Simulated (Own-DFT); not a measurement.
# Computed records: AlN (wurtzite, atoms displaced)

All values are calculated (Own-DFT development build). A calculation, not a measurement: plane-wave PBE density functional theory by an unreviewed code, no spin, of a simulated periodic cell, stress positive in tension, free energy of the whole cell less one offset for each atom, forces on such cells passed a denser k mesh, this cell's mesh not checked; offsets are fitted by least squares, one for each functional and potential file, so energies compare only between cells with the same atoms and settings and are not formation energies; the far tail of each file's local potential was reset to the Coulomb form; each entry is a single point on an unrelaxed cell, so the pressure reflects the starting lattice, mostly measured values (interpolated for alloys), from which strain is counted, and rises with the displacements; printed positions are rounded, which can move forces by about a meV/angstrom; the program, named Own-DFT, is a retired in-house code; no spin-orbit coupling.

Settings shared by all entries: functional PBE; potential files PseudoDojo norm-conserving, scalar-relativistic, standard set; wave cutoff 42 hartree; occupations Fermi-Dirac; smearing width 0.1 eV; hardware one NVIDIA H100; k mesh 2 x 2 x 2 centred on Gamma.

(1) AlN (wurtzite, atoms displaced)

```
CELL_PARAMETERS angstrom
12.44800 0.00000 0.00000
-6.22400 10.78030 0.00000
0.00000 0.00000 9.96400
ATOMIC_POSITIONS crystal
Al 0.08388 0.16913 0.00086
Al 0.16851 0.08511 0.24805
N 0.08240 0.16626 0.18817
N 0.16656 0.08374 0.44253
Al 0.08420 0.16752 0.49833
Al 0.16456 0.08191 0.74967
N 0.08293 0.16687 0.69073
N 0.16509 0.08298 0.93810
Al 0.08153 0.41544 0.00314
Al 0.16604 0.33154 0.25051
N 0.08407 0.41526 0.19043
N 0.16948 0.33596 0.43934
Al 0.07996 0.41654 0.49768
Al 0.16563 0.33212 0.74555
N 0.08742 0.42061 0.69338
N 0.16687 0.33312 0.93987
Al 0.08592 0.66948 0.99830
Al 0.16665 0.58217 0.24762
N 0.08155 0.66617 0.18989
N 0.16647 0.58189 0.44239
Al 0.08465 0.66651 0.50198
Al 0.16849 0.58471 0.74882
N 0.08258 0.66878 0.69118
N 0.16843 0.58715 0.94177
Al 0.08180 0.91798 0.99730
Al 0.16582 0.83296 0.24925
N 0.08459 0.91676 0.19020
N 0.16788 0.83595 0.44159
Al 0.08315 0.91608 0.49581
Al 0.16552 0.83607 0.75081
N 0.08705 0.92029 0.68915
N 0.16626 0.83246 0.94162
Al 0.33397 0.16718 0.00129
Al 0.41841 0.08465 0.24983
N 0.33168 0.16666 0.19041
N 0.41838 0.08359 0.44177
Al 0.33410 0.16790 0.49876
Al 0.41583 0.08708 0.75091
N 0.33503 0.16951 0.69270
N 0.42001 0.08580 0.94164
Al 0.33494 0.41565 0.99900
Al 0.41174 0.33099 0.25227
N 0.33172 0.41466 0.18773
N 0.41912 0.33523 0.43855
Al 0.33354 0.41785 0.50252
Al 0.41507 0.33177 0.74974
N 0.33300 0.41500 0.68864
N 0.41953 0.33425 0.93891
Al 0.33417 0.66631 0.00187
Al 0.41588 0.58352 0.24855
N 0.33465 0.66675 0.19126
N 0.41402 0.58101 0.44140
Al 0.33233 0.66832 0.49789
Al 0.41575 0.58265 0.75016
N 0.33293 0.66399 0.69038
N 0.41340 0.57919 0.93984
Al 0.33372 0.91425 0.99951
Al 0.41745 0.83450 0.24946
N 0.33415 0.91577 0.18969
N 0.41747 0.83485 0.43925
Al 0.32995 0.91630 0.50024
Al 0.41561 0.83118 0.74909
N 0.33245 0.91370 0.69079
N 0.41628 0.83501 0.94160
Al 0.58240 0.16788 0.00261
Al 0.66726 0.08247 0.25142
N 0.58464 0.16634 0.19504
N 0.66385 0.08292 0.44051
Al 0.58445 0.16814 0.49996
Al 0.66586 0.08460 0.75383
N 0.58200 0.16545 0.69045
N 0.66847 0.08624 0.94201
Al 0.58397 0.41530 0.99970
Al 0.66277 0.32891 0.25133
N 0.58499 0.41771 0.19198
N 0.66636 0.33665 0.44142
Al 0.58109 0.41607 0.50069
Al 0.66641 0.33397 0.74859
N 0.58616 0.41733 0.69085
N 0.67000 0.33514 0.94183
Al 0.58423 0.66771 0.99879
Al 0.66725 0.58270 0.25158
N 0.58446 0.67000 0.19241
N 0.66747 0.58602 0.44366
Al 0.58672 0.66831 0.50019
Al 0.66608 0.58289 0.74739
N 0.58020 0.66820 0.69180
N 0.66350 0.58221 0.94037
Al 0.57861 0.91273 0.99890
Al 0.66711 0.83638 0.24845
N 0.58479 0.91774 0.18915
N 0.66323 0.83204 0.43938
Al 0.58198 0.91439 0.50244
Al 0.66568 0.83511 0.75205
N 0.58204 0.91741 0.69232
N 0.66892 0.83169 0.94269
Al 0.83597 0.16722 0.99915
Al 0.91643 0.08203 0.25186
N 0.83233 0.16869 0.19473
N 0.91752 0.08704 0.44037
Al 0.83343 0.16587 0.50015
Al 0.91444 0.08087 0.74581
N 0.83121 0.16350 0.69214
N 0.91479 0.08062 0.94174
Al 0.83470 0.41809 0.00115
Al 0.91847 0.33777 0.24931
N 0.83374 0.41480 0.18963
N 0.91746 0.33242 0.43855
Al 0.83306 0.41659 0.49818
Al 0.91512 0.33316 0.75068
N 0.83314 0.41702 0.68899
N 0.91611 0.33467 0.94318
Al 0.83343 0.66778 0.99570
Al 0.91789 0.58360 0.24967
N 0.83439 0.66599 0.19046
N 0.91934 0.58383 0.44345
Al 0.83412 0.66814 0.49970
Al 0.91602 0.58202 0.75137
N 0.83383 0.66854 0.69488
N 0.91411 0.57779 0.94076
Al 0.83388 0.91710 0.00179
Al 0.92010 0.83360 0.25016
N 0.83459 0.91521 0.18904
N 0.91634 0.83461 0.44104
Al 0.83648 0.91683 0.49864
Al 0.91532 0.83330 0.74928
N 0.83222 0.91548 0.68837
N 0.91368 0.83023 0.94312
```

```
free energy of cell above offsets : -62.503 eV
pressure                          : 3.71 GPa
stress xx                         : -3.8 GPa
stress yy                         : -3.87 GPa
stress zz                         : -3.46 GPa
stress yz                         : -0.02 GPa
stress xz                         : -0.15 GPa
stress xy                         : 0.28 GPa
wall time                         : 357.4 s
```

Force:
```
element  x (eV/Å)  y (eV/Å)  z (eV/Å)
     Al    -0.089    -0.449    -0.652
     Al     -0.53    -0.495     0.319
      N     0.193    -0.118     0.676
      N     0.126     0.087    -0.638
     Al    -0.088     0.329     0.249
     Al     0.205     0.813    -0.182
      N    -0.142    -0.342    -0.393
      N     0.264     0.247     0.544
     Al     0.446      0.53    -0.949
     Al     0.065     0.277    -0.218
      N    -0.122     0.287     0.321
      N    -0.466    -0.548     0.311
     Al     0.971     0.023     0.645
     Al      0.07     0.348      0.77
      N    -0.834    -0.927    -0.699
      N    -0.108     0.154    -0.124
     Al    -0.557    -0.855     0.152
     Al    -0.102     0.268     0.304
      N     0.624     0.154     0.089
      N    -0.383     0.404    -0.619
     Al    -0.113     0.228    -0.124
     Al    -0.417     0.226     0.464
      N      0.29    -0.151     0.217
      N     0.187    -0.666     0.015
     Al     0.339    -0.346     0.348
     Al     0.446     0.004    -0.028
      N    -0.069     0.358    -0.036
      N     -0.24    -0.796    -0.504
     Al    -0.016     0.358     0.674
     Al     0.671    -0.464    -0.115
      N    -0.875     -0.73     -0.08
      N    -0.306     0.771    -0.175
     Al    -0.143    -0.038    -0.583
     Al    -0.179    -0.484     0.174
      N     0.569    -0.037     0.099
      N    -0.637     0.097    -0.198
     Al       0.2     -0.08     0.305
     Al     0.787    -0.906    -0.157
      N    -0.508    -0.646    -0.609
      N    -0.723    -0.601     0.138
     Al    -0.382    -0.243    -0.124
     Al     0.834     0.862    -0.684
      N     0.019     0.225     0.407
      N    -0.691    -0.447     0.588
     Al     0.146    -0.005     -0.62
     Al     0.375     0.795     0.067
      N     0.051     0.101     0.555
      N    -0.309    -0.472     0.285
     Al    -0.132    -0.129    -0.388
     Al     0.565    -0.267     0.427
      N    -0.418     0.154    -0.012
      N     0.388     0.681    -0.199
     Al     0.669    -0.351     0.193
     Al     -0.01    -0.327    -0.136
      N    -0.176      0.64     -0.16
      N     0.259     0.943     0.218
     Al     -0.64      0.81      0.03
     Al     0.268    -0.096     0.108
      N    -0.381     0.281     0.143
      N    -0.433    -0.193     0.258
     Al     1.034     0.361     0.148
     Al    -0.166     0.087     0.052
      N    -0.419     0.738     0.245
      N     0.353    -0.921    -0.393
     Al     0.906     0.218    -0.109
     Al    -0.026     0.143    -0.106
      N    -0.439    -0.308    -0.606
      N     0.712     -0.11      0.37
     Al    -0.071    -0.083     0.128
     Al     -0.13     -0.21    -0.317
      N    -0.056      0.46     0.113
      N    -0.187    -0.662     0.289
     Al     0.065     0.484     0.207
     Al     0.454     1.218    -0.093
      N    -0.545    -0.638    -0.021
      N     0.346    -0.526    -0.019
     Al     0.464     0.581    -0.032
     Al       0.4     -0.32      0.37
      N     -0.88    -0.166    -0.155
      N    -0.451    -0.411    -0.228
     Al    -0.195    -0.672     0.405
     Al    -0.238     0.414    -0.278
      N     0.112     -0.62    -0.303
      N     0.459    -0.501    -0.192
     Al    -1.289    -0.243     0.026
     Al    -0.415       0.3     0.503
      N     0.824    -0.065    -0.116
      N     0.557     0.074     -0.18
     Al     1.037     1.166     0.069
     Al     0.366    -0.471     0.168
      N    -0.431    -0.084    -0.032
      N     0.898     0.692     0.176
     Al    -0.184     0.583     -0.24
     Al     0.211    -0.309    -0.198
      N     0.218    -0.032     0.197
      N    -0.896     0.524     -0.33
     Al    -0.624    -0.081     0.606
     Al    -0.429     0.333    -0.636
      N     0.807    -0.221    -0.539
      N     0.568    -0.866     0.221
     Al    -0.764     0.085    -0.099
     Al     0.268     0.299     0.777
      N    -0.046     0.678    -0.255
      N     0.355     0.462    -0.511
     Al    -0.156    -0.647     0.176
     Al     0.165    -1.028    -0.053
      N    -0.672     0.489     0.586
      N    -0.591     0.087     0.444
     Al     0.082     0.015     0.121
     Al     0.482     0.135     0.048
      N     0.121    -0.232     0.031
      N     0.457    -0.295    -0.432
     Al    -0.038    -1.195     0.657
     Al    -0.369    -0.423     0.076
      N    -0.108     0.184     0.039
      N    -0.492     0.164     -0.45
     Al     0.282     -0.36     0.375
     Al      0.02     0.148    -0.198
      N     0.146    -0.307    -0.698
      N     0.087     1.586    -0.077
     Al     0.013    -0.197    -0.147
     Al    -0.635    -0.347    -0.386
      N    -0.074     0.327      0.81
      N     0.601    -0.245    -0.228
     Al     -1.35     0.223    -0.099
     Al     0.375     0.317     0.251
      N    -0.001    -0.028     0.133
      N     0.313     1.006    -0.745
```

(2) AlN (wurtzite, atoms displaced)

```
CELL_PARAMETERS angstrom
12.44800 0.00000 0.00000
-6.22400 10.78030 0.00000
0.00000 0.00000 9.96400
ATOMIC_POSITIONS crystal
Al 0.08547 0.16878 0.00110
Al 0.16628 0.08207 0.25054
N 0.08388 0.16751 0.19248
N 0.16439 0.08390 0.44135
Al 0.08191 0.16601 0.50126
Al 0.16920 0.08537 0.74914
N 0.07976 0.16327 0.68669
N 0.16544 0.08558 0.93977
Al 0.08380 0.42098 0.00421
Al 0.17106 0.33575 0.24913
N 0.08337 0.41221 0.19087
N 0.16780 0.33405 0.44000
Al 0.08490 0.41947 0.49973
Al 0.16731 0.33261 0.75001
N 0.08285 0.41542 0.69062
N 0.16908 0.33536 0.93863
Al 0.08355 0.66688 0.99915
Al 0.16493 0.58314 0.25180
N 0.08299 0.66623 0.19094
N 0.16651 0.58322 0.43922
Al 0.08281 0.66763 0.50037
Al 0.16782 0.58040 0.74894
N 0.08453 0.66698 0.68666
N 0.16974 0.58430 0.94304
Al 0.08501 0.91623 0.00108
Al 0.16620 0.83006 0.25263
N 0.08364 0.91645 0.19403
N 0.16544 0.83461 0.43962
Al 0.08370 0.91885 0.49850
Al 0.16513 0.83212 0.74893
N 0.08313 0.91444 0.69244
N 0.16495 0.83255 0.94200
Al 0.33279 0.16913 0.00204
Al 0.41601 0.08375 0.25064
N 0.33630 0.16892 0.19100
N 0.41635 0.08468 0.44079
Al 0.33555 0.16859 0.49923
Al 0.41298 0.08340 0.74825
N 0.33476 0.16922 0.68897
N 0.41696 0.08528 0.94320
Al 0.33477 0.41730 0.99967
Al 0.41574 0.33446 0.24742
N 0.33506 0.41624 0.19276
N 0.41767 0.33532 0.43860
Al 0.33598 0.41756 0.49925
Al 0.41680 0.33271 0.75000
N 0.33408 0.41530 0.68950
N 0.41721 0.33359 0.94052
Al 0.33426 0.66578 0.00043
Al 0.41713 0.58203 0.24973
N 0.33297 0.66850 0.19133
N 0.41817 0.58108 0.43999
Al 0.33529 0.67044 0.49911
Al 0.41812 0.58504 0.75140
N 0.33140 0.66763 0.69045
N 0.41644 0.58456 0.94189
Al 0.33238 0.91626 0.00353
Al 0.41571 0.83403 0.24758
N 0.33252 0.91643 0.19408
N 0.41483 0.83085 0.44096
Al 0.33369 0.91525 0.50100
Al 0.41756 0.83353 0.74892
N 0.33232 0.91720 0.68903
N 0.41787 0.82997 0.94431
Al 0.58498 0.16567 0.99988
Al 0.66428 0.08369 0.25127
N 0.58220 0.16487 0.19005
N 0.66322 0.08346 0.44150
Al 0.58488 0.17020 0.49753
Al 0.66747 0.08300 0.74900
N 0.58449 0.16829 0.69125
N 0.66546 0.08226 0.93987
Al 0.58047 0.41380 0.00069
Al 0.66341 0.32725 0.25208
N 0.58253 0.42062 0.19055
N 0.66669 0.33265 0.43985
Al 0.58310 0.41972 0.50199
Al 0.66811 0.33481 0.75088
N 0.58352 0.41582 0.69151
N 0.66977 0.33732 0.94328
Al 0.58441 0.66610 0.99981
Al 0.66530 0.58373 0.24955
N 0.57998 0.66402 0.18964
N 0.66688 0.57930 0.44156
Al 0.58127 0.66655 0.50223
Al 0.66368 0.58097 0.75078
N 0.58125 0.66820 0.68821
N 0.66401 0.58287 0.94359
Al 0.58075 0.91464 0.99932
Al 0.66783 0.83304 0.25085
N 0.57999 0.91579 0.19472
N 0.66635 0.83289 0.44460
Al 0.58378 0.91933 0.49723
Al 0.66817 0.83415 0.74897
N 0.58448 0.91791 0.69273
N 0.66617 0.83136 0.94274
Al 0.83306 0.16559 0.99992
Al 0.91513 0.08223 0.24946
N 0.83434 0.16482 0.18786
N 0.91610 0.08217 0.43969
Al 0.83424 0.16603 0.49625
Al 0.91831 0.08525 0.74993
N 0.83427 0.16723 0.69229
N 0.91731 0.08254 0.93818
Al 0.83454 0.41688 0.00136
Al 0.91915 0.33476 0.24762
N 0.83650 0.41696 0.19029
N 0.91841 0.33236 0.44321
Al 0.83444 0.41620 0.49741
Al 0.91791 0.33249 0.75023
N 0.83366 0.41678 0.68766
N 0.91849 0.33490 0.94048
Al 0.83428 0.66814 0.99798
Al 0.91371 0.58219 0.24857
N 0.83304 0.66763 0.18700
N 0.91552 0.58421 0.44341
Al 0.83256 0.66667 0.50282
Al 0.91493 0.58374 0.75155
N 0.82934 0.66220 0.68949
N 0.91717 0.58458 0.93845
Al 0.83430 0.91866 0.00412
Al 0.91349 0.83022 0.24965
N 0.83205 0.91750 0.19310
N 0.91750 0.83458 0.44124
Al 0.83194 0.91788 0.50178
Al 0.91668 0.83182 0.75060
N 0.83245 0.91420 0.69344
N 0.91654 0.83143 0.94081
```

```
free energy of cell above offsets : -62.519 eV
pressure                          : 3.75 GPa
stress xx                         : -3.38 GPa
stress yy                         : -3.99 GPa
stress zz                         : -3.87 GPa
stress yz                         : 0.16 GPa
stress xz                         : 0.06 GPa
stress xy                         : -0.03 GPa
wall time                         : 379 s
```

Force:
```
element  x (eV/Å)  y (eV/Å)  z (eV/Å)
     Al    -0.559      0.02    -0.012
     Al    -0.063     0.361     0.084
      N     0.101    -0.152    -0.267
      N     0.749     0.238     0.021
     Al     0.025     0.462    -0.786
     Al    -0.551    -0.536    -0.118
      N     0.674     0.679     0.838
      N     0.728     -0.35     0.167
     Al     0.655     -0.82    -0.804
     Al    -0.373    -0.752     0.498
      N    -0.184     1.123     0.203
      N    -0.034     0.061     0.228
     Al     0.392    -0.608     0.032
     Al    -0.086    -0.105    -0.386
      N     0.334     0.077    -0.043
      N    -0.351    -0.047     0.547
     Al     0.106    -0.114     0.097
     Al     0.481    -0.165    -0.485
      N    -0.259    -0.338    -0.115
      N    -0.043     0.421     0.374
     Al    -0.002     -0.07    -0.392
     Al    -0.791     0.416     0.263
      N    -0.119    -0.358     1.069
      N    -0.647     0.041    -0.468
     Al    -0.662     0.277     0.066
     Al    -0.453     0.517    -0.297
      N    -0.049    -0.273    -0.474
      N     0.505    -0.159     0.471
     Al     0.001    -0.308     0.304
     Al     0.355    -0.103     0.141
      N    -0.229     0.615    -0.318
      N     0.621     0.162     -0.26
     Al     0.228    -0.471    -0.284
     Al    -0.011    -0.163    -0.007
      N    -0.578    -0.366     0.098
      N     0.335    -0.304     0.041
     Al    -0.628     0.006    -0.313
     Al     1.057     0.155     0.395
      N    -0.226     -0.32     0.101
      N    -0.107    -0.382    -0.309
     Al    -0.209     0.121    -0.002
     Al     0.763    -0.027     0.618
      N    -0.479     0.334    -0.849
      N     0.264    -0.346     0.201
     Al    -0.554    -0.392     0.056
     Al     0.008     0.319         0
      N    -0.127     0.432     0.324
      N    -0.266    -0.089    -0.065
     Al    -0.153      0.08     0.413
     Al    -0.581     0.376     0.108
      N     0.183    -0.724     0.138
      N    -0.744     0.686     0.083
     Al     0.173     -1.34     0.016
     Al     -0.49    -0.398    -0.253
      N     0.775    -0.121    -0.081
      N     0.494     -0.36    -0.186
     Al      0.25     0.033    -0.459
     Al     0.053    -0.382     0.527
      N    -0.155      0.16    -0.307
      N     0.159     0.982    -0.217
     Al    -0.485      0.34    -0.452
     Al    -0.281      0.17     0.431
      N     0.233    -0.118     0.529
      N     -1.11     0.637    -0.693
     Al    -0.496     0.432    -0.352
     Al     0.748    -0.295    -0.327
      N    -0.086     0.025     0.036
      N     0.763     0.361    -0.256
     Al    -0.359    -0.518     0.919
     Al    -0.317     0.387     0.049
      N    -0.312    -0.271     -0.07
      N     0.324    -0.048     0.203
     Al     0.438     0.755     0.182
     Al     -0.25     1.525    -0.605
      N     0.768    -1.155     0.051
      N    -0.176     0.496     0.035
     Al     0.465    -1.028    -0.333
     Al     0.268    -0.212    -0.032
      N     -0.29     0.024     0.074
      N    -0.117    -0.794    -0.166
     Al    -0.524     0.134     0.172
     Al     0.265      0.01     0.124
      N      0.48      0.79     0.316
      N    -0.654      1.41    -0.193
     Al     0.683     -0.19    -0.638
     Al    -0.111     0.413     0.139
      N      0.57    -0.318     0.774
      N     0.648    -0.266    -0.668
     Al     0.719     0.251     0.437
     Al    -0.859    -0.309     0.099
      N     0.801     0.303    -0.461
      N    -0.187      0.12     -0.59
     Al    -0.042    -0.679     0.549
     Al    -0.254    -0.108     0.479
      N    -0.085    -0.247    -0.575
      N     0.024     0.512     -0.15
     Al      0.11     0.129    -0.476
     Al      0.53     0.437      0.16
      N    -0.836     0.294     0.668
      N    -0.242     0.062     0.059
     Al    -0.326     0.051     0.723
     Al    -0.245    -0.781    -0.044
      N    -0.011    -0.261    -0.557
      N    -0.019     0.333      0.68
     Al    -0.028     0.248    -0.372
     Al     0.053    -0.737     0.548
      N    -0.724    -0.342     0.311
      N     -0.29     0.175    -0.845
     Al    -0.171     0.122     0.333
     Al    -0.526     0.334     -0.19
      N     0.165     -0.02     0.527
      N    -0.078    -0.231     0.261
     Al    -0.316    -0.534     0.003
     Al     0.232     0.377     0.481
      N    -0.114    -0.412     0.452
      N     0.259    -0.153    -0.775
     Al     0.027      0.09    -0.527
     Al     0.658    -0.341    -0.862
      N    -0.067     0.721     0.713
      N     0.145     -0.21     0.577
     Al     0.086    -0.498     -0.86
     Al     0.419     0.689     0.269
      N     0.393    -0.345    -0.172
      N    -0.479    -0.331      0.05
     Al     0.614    -0.367     0.087
     Al     -0.16    -0.076    -0.079
      N     0.156     0.597     -0.37
      N    -0.119     0.727     0.227
```
